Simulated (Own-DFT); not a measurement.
Simulation results for Al26Ga9N36 (wurtzite random alloy with one vacancy, atoms displaced)

A calculation, not a measurement: plane-wave density functional theory by an unreviewed code, no spin, of a simulated periodic cell, stress positive in tension, run twice, with PBE and with PBEsol, both on files made for PBE, so the change isn't that of files made for PBEsol, odd electron count, so a state with spin may lie lower; a neutral cation vacancy leaves holes that likely carry spin, which this run leaves out; forces on such cells passed a denser k mesh, this cell's mesh not checked; the far tail of each file's local potential was reset to the Coulomb form; each entry is a single point on an unrelaxed cell, so the pressure reflects the starting lattice, mostly measured values (interpolated for alloys), from which strain is counted, and rises with the displacements; printed positions are rounded, which can move forces by about a meV/angstrom; the program, named Own-DFT, is a retired in-house code; no spin-orbit coupling; stress was not checked against mesh or cutoff. Program: Own-DFT development build.

```cif
# cell vector a (Å): 9.3938 0.0000 0.0000
# cell vector b (Å): -4.6969 8.1352 0.0000
# cell vector c (Å): 0.0000 0.0000 10.0655
data_Al26Ga9N36
_symmetry_space_group_name_H-M 'P 1'
_symmetry_Int_Tables_number 1
_cell_length_a 9.3938
_cell_length_b 9.3937
_cell_length_c 10.0655
_cell_angle_alpha 90.000
_cell_angle_beta 90.000
_cell_angle_gamma 120.000
_cell_volume 769.21
loop_
_atom_site_label
_atom_site_type_symbol
_atom_site_fract_x
_atom_site_fract_y
_atom_site_fract_z
_atom_site_occupancy
Ga1 Ga 0.11820 0.21950 0.99952 1
Ga2 Ga 0.21987 0.11359 0.25109 1
N1 N 0.11497 0.22089 0.19003 1
N2 N 0.21199 0.10107 0.43792 1
Ga3 Ga 0.10246 0.22548 0.50490 1
Al1 Al 0.22237 0.11678 0.74745 1
N3 N 0.11931 0.23068 0.69578 1
N4 N 0.22154 0.10179 0.95440 1
Al2 Al 0.10608 0.53937 0.99690 1
Al3 Al 0.22236 0.44625 0.24430 1
N5 N 0.11479 0.55053 0.19013 1
N6 N 0.22413 0.44247 0.44071 1
Al4 Al 0.11199 0.55860 0.50583 1
Ga4 Ga 0.21128 0.43835 0.74938 1
N7 N 0.12267 0.55898 0.69428 1
N8 N 0.23317 0.44444 0.93803 1
Al5 Al 0.11545 0.89965 0.99017 1
Al6 Al 0.22754 0.77632 0.25451 1
N9 N 0.11382 0.89436 0.18440 1
N10 N 0.22332 0.77259 0.44099 1
Al7 Al 0.11254 0.89071 0.48890 1
Al8 Al 0.21609 0.78002 0.75317 1
N11 N 0.10814 0.90099 0.68826 1
N12 N 0.21718 0.76927 0.93691 1
Al9 Al 0.44891 0.22238 0.00444 1
Al10 Al 0.56004 0.10662 0.24243 1
N13 N 0.45052 0.22791 0.19033 1
N14 N 0.55993 0.11009 0.43572 1
Ga5 Ga 0.44909 0.22113 0.50114 1
Al11 Al 0.56670 0.11251 0.75564 1
N15 N 0.44536 0.22082 0.69219 1
N16 N 0.54427 0.11000 0.93579 1
Al12 Al 0.44392 0.54702 0.00695 1
Al13 Al 0.56717 0.44874 0.24501 1
N17 N 0.45596 0.55710 0.18263 1
N18 N 0.55978 0.44553 0.43389 1
Al14 Al 0.44216 0.55291 0.50005 1
Ga6 Ga 0.53486 0.43441 0.74795 1
N19 N 0.45859 0.56346 0.68380 1
N20 N 0.55678 0.43838 0.94658 1
Ga7 Ga 0.44810 0.88487 0.99945 1
Al15 Al 0.54686 0.78083 0.25480 1
N21 N 0.44310 0.90035 0.18809 1
N22 N 0.54760 0.77222 0.44430 1
Al16 Al 0.44691 0.89300 0.49630 1
Al17 Al 0.54656 0.77846 0.75171 1
N23 N 0.43608 0.88783 0.69865 1
N24 N 0.55188 0.77971 0.93518 1
Al18 Al 0.77182 0.22342 0.99985 1
Ga8 Ga 0.89512 0.11085 0.25121 1
N25 N 0.79326 0.22897 0.18872 1
N26 N 0.89411 0.11397 0.43364 1
Al19 Al 0.77893 0.22687 0.50345 1
Al20 Al 0.89194 0.11684 0.75701 1
N27 N 0.78703 0.22306 0.68438 1
N28 N 0.89232 0.10916 0.94611 1
Al21 Al 0.76469 0.55142 0.99822 1
Al22 Al 0.89434 0.45357 0.25307 1
N29 N 0.77251 0.55638 0.19059 1
N30 N 0.89722 0.45015 0.43528 1
Al23 Al 0.87881 0.43191 0.75501 1
N31 N 0.77336 0.54610 0.68943 1
N32 N 0.88831 0.43765 0.93338 1
Al24 Al 0.76354 0.87884 0.00427 1
Ga9 Ga 0.88358 0.77853 0.26234 1
N33 N 0.77964 0.89107 0.19137 1
N34 N 0.88847 0.77847 0.43974 1
Al25 Al 0.78548 0.89000 0.49371 1
Al26 Al 0.88164 0.77413 0.76085 1
N35 N 0.76851 0.89121 0.68625 1
N36 N 0.89113 0.78847 0.94634 1
_calc_functional 'PBE, then PBEsol'
_calc_potential_files 'PseudoDojo norm-conserving, scalar-relativistic, standard set'
_calc_wave_cutoff 42  # hartree
_calc_occupations 'Fermi-Dirac'
_calc_smearing_width 0.1  # eV
_calc_k_mesh '4 x 4 x 3 centred on Gamma'
_calc_PBE_pressure 6.34  # GPa
_calc_PBE_stress_xx -3.9  # GPa
_calc_PBE_stress_yy -7.12  # GPa
_calc_PBE_stress_zz -8.01  # GPa
_calc_PBE_stress_yz -0.39  # GPa
_calc_PBE_stress_xz -0.86  # GPa
_calc_PBE_stress_xy 1.12  # GPa
_calc_PBEsol_pressure 3.22  # GPa
_calc_PBEsol_stress_xx -0.83  # GPa
_calc_PBEsol_stress_yy -4  # GPa
_calc_PBEsol_stress_zz -4.82  # GPa
_calc_PBEsol_stress_yz -0.38  # GPa
_calc_PBEsol_stress_xz -0.85  # GPa
_calc_PBEsol_stress_xy 1.05  # GPa
_calc_rms_change_of_force_components_from_PBE_to_PBEsol 0.073  # eV/angstrom
```

Force:
| force element | PBE force x (eV/Å) | PBE force y (eV/Å) | PBE force z (eV/Å) | PBEsol force x (eV/Å) | PBEsol force y (eV/Å) | PBEsol force z (eV/Å) |
| --- | --- | --- | --- | --- | --- | --- |
| Ga | -0.947 | 0.067 | 0.559 | -0.923 | 0.045 | 0.567 |
| Ga | 1.59 | -0.381 | -0.432 | 1.529 | -0.38 | -0.423 |
| N | -0.661 | 2.096 | -0.037 | -0.638 | 1.888 | -0.083 |
| N | 0.345 | 1.825 | 0.938 | 0.328 | 1.996 | 0.835 |
| Ga | 1.887 | -0.328 | -0.328 | 1.855 | -0.307 | -0.343 |
| Al | 0.962 | -0.985 | 0.841 | 0.962 | -0.947 | 0.865 |
| N | -0.836 | -2.954 | -0.288 | -0.869 | -2.708 | -0.386 |
| N | 1.358 | 3.974 | -3.349 | 1.196 | 4.111 | -3.285 |
| Al | -0.012 | 1.812 | 0.121 | -0.007 | 1.789 | 0.119 |
| Al | 1.468 | -0.941 | 1.016 | 1.489 | -0.948 | 1.021 |
| N | -0.795 | 1.163 | -0.707 | -0.804 | 1.164 | -0.709 |
| N | -0.52 | 1.041 | -0.854 | -0.549 | 0.858 | -0.792 |
| Al | -0.159 | -0.313 | -0.147 | -0.146 | -0.34 | -0.147 |
| Ga | 2.363 | 2.576 | 0.681 | 2.304 | 2.504 | 0.669 |
| N | -3.3 | 0.528 | -0.917 | -3.102 | 0.402 | -0.811 |
| N | -0.79 | 0.122 | 1.032 | -0.801 | -0.049 | 0.894 |
| Al | 0.601 | -4.698 | 2.284 | 0.596 | -4.728 | 2.282 |
| Al | -1.736 | 0.215 | -1.295 | -1.739 | 0.207 | -1.303 |
| N | 0.84 | -1.678 | 0.515 | 0.72 | -1.558 | 0.611 |
| N | -0.141 | 1.061 | -0.129 | -0.126 | 1.058 | -0.119 |
| Al | -0.212 | -2.05 | 2.075 | -0.199 | -2.072 | 2.06 |
| Al | -0.079 | 0.256 | -0.659 | -0.088 | 0.261 | -0.678 |
| N | 0.39 | -1.501 | 0.238 | 0.378 | -1.494 | 0.222 |
| N | -0.762 | -0.136 | 0.92 | -0.628 | -0.07 | 0.983 |
| Al | -1.172 | -0.677 | 0.182 | -1.198 | -0.676 | 0.172 |
| Al | -0.28 | 2.976 | 1.199 | -0.273 | 2.991 | 1.197 |
| N | 0.963 | -0.351 | 0 | 0.826 | -0.428 | 0.059 |
| N | 0.64 | -0.328 | -0.121 | 0.494 | -0.247 | -0.083 |
| Ga | -0.344 | 0.642 | -0.65 | -0.335 | 0.661 | -0.639 |
| Al | -1.438 | -0.653 | -1.658 | -1.415 | -0.635 | -1.684 |
| N | 0.204 | -1.893 | 0.336 | 0.211 | -1.705 | 0.239 |
| N | 2.14 | 0.797 | 0.977 | 2.131 | 0.623 | 1.037 |
| Al | -0.047 | 1.08 | -2.165 | -0.039 | 1.086 | -2.201 |
| Al | -1.414 | -0.932 | 1.514 | -1.447 | -0.944 | 1.526 |
| N | -1.66 | 0.555 | 2.32 | -1.639 | 0.556 | 2.342 |
| N | -1.702 | -0.439 | 0.027 | -1.648 | -0.573 | 0.108 |
| Al | 1.376 | 0.258 | -0.193 | 1.381 | 0.218 | -0.2 |
| Ga | 2.504 | 1.349 | 0.255 | 2.465 | 1.324 | 0.223 |
| N | -2.554 | 0.259 | 0.395 | -2.468 | 0.088 | 0.521 |
| N | -1.625 | -0.043 | -0.716 | -1.65 | -0.066 | -0.852 |
| Ga | -2.505 | 0.188 | -0.412 | -2.457 | 0.182 | -0.408 |
| Al | 1.484 | -0.316 | -0.348 | 1.476 | -0.314 | -0.364 |
| N | 1.078 | -2.398 | 0.802 | 1.07 | -2.412 | 0.61 |
| N | 0.464 | 1.014 | -1.085 | 0.466 | 1.011 | -1.056 |
| Al | -0.053 | -0.591 | 1.542 | -0.067 | -0.583 | 1.556 |
| Al | 0.913 | 0.061 | -1.365 | 0.896 | 0.056 | -1.359 |
| N | 0.506 | 0.947 | -1.41 | 0.488 | 0.944 | -1.399 |
| N | 1.91 | -1.932 | 0.712 | 1.708 | -1.839 | 0.787 |
| Al | 1.161 | -0.736 | 0.38 | 1.156 | -0.755 | 0.37 |
| Ga | -0.213 | 0.415 | -1.328 | -0.188 | 0.412 | -1.294 |
| N | -2.379 | 0.108 | -0.491 | -2.203 | 0.024 | -0.417 |
| N | -1.893 | -0.782 | 2.122 | -1.726 | -0.674 | 1.976 |
| Al | -0.028 | 0.48 | -1.87 | -0.025 | 0.494 | -1.877 |
| Al | 0.574 | -1.742 | -0.4 | 0.589 | -1.717 | -0.406 |
| N | -0.751 | -0.494 | 1.402 | -0.735 | -0.512 | 1.402 |
| N | -1.885 | -0.253 | -0.814 | -1.723 | -0.176 | -0.727 |
| Al | 2.84 | 1.717 | 0.616 | 2.869 | 1.735 | 0.595 |
| Al | -0.48 | -0.428 | -0.517 | -0.474 | -0.417 | -0.526 |
| N | 2.496 | 0.18 | -1.576 | 2.496 | 0.354 | -1.532 |
| N | 1.054 | -1.336 | 1 | 1.017 | -1.311 | 1.015 |
| Al | 0.428 | 2.061 | -2.4 | 0.439 | 2.052 | -2.415 |
| N | 0.219 | 0.722 | 2.009 | 0.082 | 0.655 | 1.995 |
| N | -0.902 | 0.333 | 1.754 | -0.911 | 0.345 | 1.77 |
| Al | 1.105 | 1.564 | -0.188 | 1.099 | 1.571 | -0.184 |
| Ga | 1.149 | -0.515 | -2.699 | 1.114 | -0.488 | -2.622 |
| N | -2.173 | -1.016 | -0.261 | -2.009 | -0.922 | -0.12 |
| N | 0.665 | 1.088 | 1.799 | 0.672 | 1.025 | 1.569 |
| Al | -1.57 | -0.678 | 1.626 | -1.577 | -0.667 | 1.595 |
| Al | -0.298 | 0.434 | -2.681 | -0.31 | 0.416 | -2.68 |
| N | 1.011 | 0.478 | 0.741 | 0.996 | 0.477 | 0.736 |
| N | -0.373 | -1.945 | -0.443 | -0.364 | -1.925 | -0.406 |
